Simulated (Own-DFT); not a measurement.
# What a defect does to the pressure of its cell: 4H SiC

No measurement is shown. These are fixed-geometry runs of a retired plane-wave code named Own-DFT, which no person has reviewed; spin and spin-orbit coupling are neglected.

Common settings: PBE; PseudoDojo norm-conserving scalar-relativistic files; cutoff 42 hartree; 4 x 4 x 3 k mesh centred on Gamma; Fermi-Dirac smearing of 0.1 eV.

Caveats (not all hold for every row): some atoms lie very close together; not probed for a lower state with spin; forces on such cells passed a denser k mesh, each cell not checked; stress not checked against mesh or cutoff.

All runs share one cell, with vectors in Å (9.248, 0.000, 0.000); (-4.624, 8.009, 0.000); (0.000, 0.000, 10.068) and a volume of 745.7 Å³. The atoms are randomly displaced, by u rms on each axis. The defect's site can differ from row to row.

| cell | formula | u (Å) | P (GPa) |
|---|---|---|---|
| no defect | C36Si36 | 0.0313 | 4.03 |
| no defect | C36Si36 | 0.0570 | 6.22 |
| no defect | C36Si36 | 0.0583 | 6.20 |
| one Al on a Si site and one N on a C site | AlC35NSi35 | 0.0483 | 5.58 |
| one Al on a Si site and one N on a C site | AlC35NSi35 | 0.0491 | 4.97 |
| one Al on a Si site and one N on a C site | AlC35NSi35 | 0.0496 | 5.29 |
| one Si on a C site | C35Si37 | 0.0505 | 12.66 |
| one Si on a C site | C35Si37 | 0.0513 | 12.29 |
| one Si on a C site | C35Si37 | 0.0529 | 11.58 |
| one C on a Si site | C37Si35 | 0.0473 | 2.83 |
| one C on a Si site | C37Si35 | 0.0477 | 3.19 |
| one C on a Si site | C37Si35 | 0.0478 | 3.16 |
| one C on a Si site | C37Si35 | 0.0501 | ? |
| two N on a C site each | C34N2Si36 | 0.0310 | 2.77 |
| two N on a C site each | C34N2Si36 | 0.0311 | 2.78 |
| two N on a C site each | C34N2Si36 | 0.0475 | 4.17 |

## Working it out

P = P0 + c u² + a shift for each defect gives P0 = 3.14 GPa, c = 921 ± 168 GPa/Å² and a scatter of 0.37 GPa. The shifts, and each times the cell's volume:

- one Si on a C site: 6.59 ± 0.30 GPa, 30.7 eV
- one Al on a Si site and one N on a C site: -0.07 ± 0.30 GPa, -0.3 eV (not resolved)
- two N on a C site each: -1.19 ± 0.36 GPa, -5.5 eV (-2.8 eV for each of its 2 sites)
- one C on a Si site: -2.17 ± 0.31 GPa, -10.1 eV

Positive is outwards. The product with the volume (160.2 GPa Å³ to the eV) is nearly free of the cell's size; divided by the bulk modulus at the cell's pressure it gives the volume that the defect adds. The atoms around the defects weren't relaxed, which would change these numbers.

## Test on the hidden row

Q: what pressure belongs in the blank (one C on a Si site, u = 0.0501 Å)?

The fitted form gives 3.28 ± 0.43 GPa. The run itself gave 2.80 GPa.
